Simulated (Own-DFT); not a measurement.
# Response to strain: wurtzite AlN, 128 atoms (Al64N64)

Calculated, not measured: single-point runs of Own-DFT, a retired in-house plane-wave DFT program that no person has reviewed, on unrelaxed cells, without spin or spin-orbit coupling.

Method: PBE; PseudoDojo norm-conserving scalar-relativistic files; cutoff 42 hartree; 3 x 3 x 3 k mesh centred on Gamma; Gaussian smearing of 0.01 eV.

Limits: k mesh not checked against a denser one; stress not checked against mesh or cutoff.

Unstrained cell vectors in Å: (12.448, 0.000, 0.000); (-6.224, 10.780, 0.000); (0.000, 0.000, 9.964). The unstrained cell has measured lattice constants (interpolated for alloys), not those of this functional. That, the random moves and any unrelaxed bonds set the pressure at no strain. In each run the cell takes a homogeneous strain; fractional positions stay. Random moves of width 0.05 Å per axis were added to every atom. Strains are tensor components in per cent; tension counts as positive stress, and P is minus the mean normal stress.

```
run,e_xx (%),e_yy (%),e_zz (%),e_yz (%),e_xz (%),e_xy (%),s_xx (GPa),s_yy (GPa),s_zz (GPa),s_yz (GPa),s_xz (GPa),s_xy (GPa),P (GPa),E (meV/atom)
1,-1.83,-0.53,0.62,-1.81,1.04,-1.32,-13.93,-10.51,-5.17,-4.42,3.05,-3.88,9.87,31.7
2,1.10,1.27,-0.63,0.86,-1.09,0.19,0.56,1.07,-6.47,2.10,-2.56,-0.30,1.61,0.0
3,0.00,0.38,-0.74,0.27,0.18,-0.95,-6.17,-5.27,-7.50,0.36,0.33,-3.44,6.32,17.0
4,-0.31,1.82,-0.68,-1.77,-1.24,0.66,-5.76,1.13,-7.24,-4.15,-3.97,4.04,3.95,17.4
5,-1.84,-1.17,-0.86,-0.08,1.14,0.34,-18.15,-14.05,-12.51,-0.38,3.02,0.59,14.90,43.5
6,1.49,-0.78,0.40,-0.58,0.41,0.20,0.38,-6.50,-3.92,-1.11,0.67,1.13,3.35,6.8
7,-0.01,0.58,2.00,1.05,-1.68,1.16,-2.76,-3.08,3.62,2.41,-4.14,3.12,0.74,18.0
8,0.31,-1.93,1.37,-0.20,0.47,-1.65,-7.83,-13.57,-0.34,-0.06,0.88,-6.58,7.24,41.8
9,-0.69,-1.51,-1.84,-0.79,0.00,-0.97,-12.45,-18.61,-15.71,-3.07,-0.74,-3.30,15.59,63.7
10,-1.85,0.86,0.40,-0.55,-0.87,1.20,-11.80,-3.33,-5.31,-1.45,-2.63,4.18,6.81,9.5
11,1.59,-0.83,1.98,1.33,-0.54,0.12,2.67,-7.61,3.77,3.90,-1.61,0.70,0.39,9.1
12,-0.89,0.30,-0.70,-0.31,-1.81,-0.38,-9.28,-6.18,-10.10,-0.67,-4.38,-0.02,8.52,28.7
13,-1.34,-0.50,1.95,0.36,-1.97,-0.38,-12.49,-7.13,0.77,0.91,-5.02,-2.19,6.28,31.4
14,1.11,1.79,-1.20,1.14,-0.90,-1.83,0.92,0.84,-8.53,3.35,-2.67,-5.85,2.26,23.0
15,-0.58,-0.65,0.02,-1.11,-0.52,1.82,-8.71,-9.27,-7.38,-3.30,-2.28,4.76,8.45,24.2
16,0.62,1.16,-0.48,-1.88,-0.52,0.32,?,?,?,?,?,?,?,?
```

E is the free energy for each atom above the lowest run shown.

## Analysis

Least squares on the runs shown: each stress against a constant and the strains, taken as fractions with shears doubled. Shear strains stay in the fit of a normal stress only where such slopes are resolved. The slopes, in GPa:

| stress | at no strain | per e_xx | per e_yy | per e_zz | scatter |
|---|---|---|---|---|---|
| s_xx | -5.8 | 464 ± 22 | 166 ± 23 | 84 ± 21 | 0.95 |
| s_yy | -6.4 | 96 ± 28 | 477 ± 29 | 116 ± 27 | 1.22 |
| s_zz | -5.8 | 101 ± 13 | 83 ± 13 | 438 ± 13 | 0.56 |

The slope of each shear stress on twice its own strain, from a fit on all six strains: yz 121 ± 7, xz 134 ± 8, xy 157 ± 12 GPa. These are stiffnesses along x, y and z of the frame in which the cell vectors are given, with the crystal's c axis along z: C11, C12, C13 and C33. Hexagonal symmetry asks that xx and yy behave alike, which is a second check on the noise. No internal relaxation is included, and where it is allowed it would reduce some of the slopes. The table should be nearly symmetric about its diagonal, and what it lacks of that shows the noise. A ninth of the table's sum, 225 ± 6 GPa, estimates the bulk modulus near the mean pressure of these runs, 6.4 GPa, so it lies above the value at zero pressure.

## The run left out

Q: what normal stresses and pressure should run 16 give?

Estimate: s_xx = -1.4, s_yy = -0.9, s_zz = -6.3 and P = 2.9 GPa. The run itself gave -2.24, -1.00, -5.98 and P = 3.07 GPa.
